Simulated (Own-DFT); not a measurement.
# Point defects and the pressure they add: 4H SiC

Everything here is calculated. The program is Own-DFT (plane waves, in-house, since retired, never reviewed by a person); positions were held fixed, and spin and spin-orbit coupling were off.

All runs used: PBE; PseudoDojo norm-conserving scalar-relativistic files; cutoff 42 hartree; 4 x 4 x 3 k mesh centred on Gamma; Fermi-Dirac smearing of 0.1 eV.

Limits (not all hold for every row): a neutral cation vacancy leaves holes that likely carry spin, which these runs leave out; not probed for a lower state with spin; forces on such cells failed a check on a denser k mesh; forces on such cells passed a denser k mesh, each cell not checked; stress not checked against mesh or cutoff.

All runs share one cell, with vectors in Å (9.248, 0.000, 0.000); (-4.624, 8.009, 0.000); (0.000, 0.000, 10.068) and a volume of 745.7 Å³. The atoms are randomly displaced, by u rms on each axis. The defect's site can differ from row to row.

```
                                     cell     formula   u (Å)  P (GPa)
                                no defect     C36Si36  0.0302     3.77
                                no defect     C36Si36  0.0318     3.90
                                no defect     C36Si36  0.0614     7.07
                            one C vacancy     C35Si36  0.0297     3.36
                            one C vacancy     C35Si36  0.0484     4.91
                            one C vacancy     C35Si36  0.0501     5.16
one Al on a Si site and one N on a C site  AlC35NSi35  0.0486     5.34
one Al on a Si site and one N on a C site  AlC35NSi35  0.0491     5.50
one Al on a Si site and one N on a C site  AlC35NSi35  0.0495     5.40
                           one Si vacancy     C36Si35  0.0277     3.06
                           one Si vacancy     C36Si35  0.0303     2.88
                           one Si vacancy     C36Si35  0.0321     3.31
                 two Al on a Si site each  Al2C36Si34  0.0314     5.87
                 two Al on a Si site each  Al2C36Si34  0.0327        ?
                 two Al on a Si site each  Al2C36Si34  0.0475     7.01
                 two Al on a Si site each  Al2C36Si34  0.0502     7.12
```

## Worked fit

P = P0 + c u² + a shift for each defect gives P0 = 2.85 GPa, c = 1089 ± 51 GPa/Å² and a scatter of 0.15 GPa. The shifts, and each times the cell's volume:

- two Al on a Si site each: 1.73 ± 0.12 GPa, 8.0 eV (4.0 eV for each of its 2 sites)
- one Al on a Si site and one N on a C site: -0.05 ± 0.12 GPa, -0.2 eV (not resolved)
- one C vacancy: -0.45 ± 0.12 GPa, -2.1 eV
- one Si vacancy: -0.75 ± 0.13 GPa, -3.5 eV

Against the defect-free cell, a freed cell would be larger where the shift is positive and smaller where it is negative (160.2 GPa Å³ is 1 eV). The atoms around the defects weren't relaxed, which would change these numbers.

## The run left out

Q: what pressure belongs in the blank (two Al on a Si site each, u = 0.0327 Å)?

The fit gives 5.74 ± 0.18 GPa. The hidden result is 6.04 GPa.
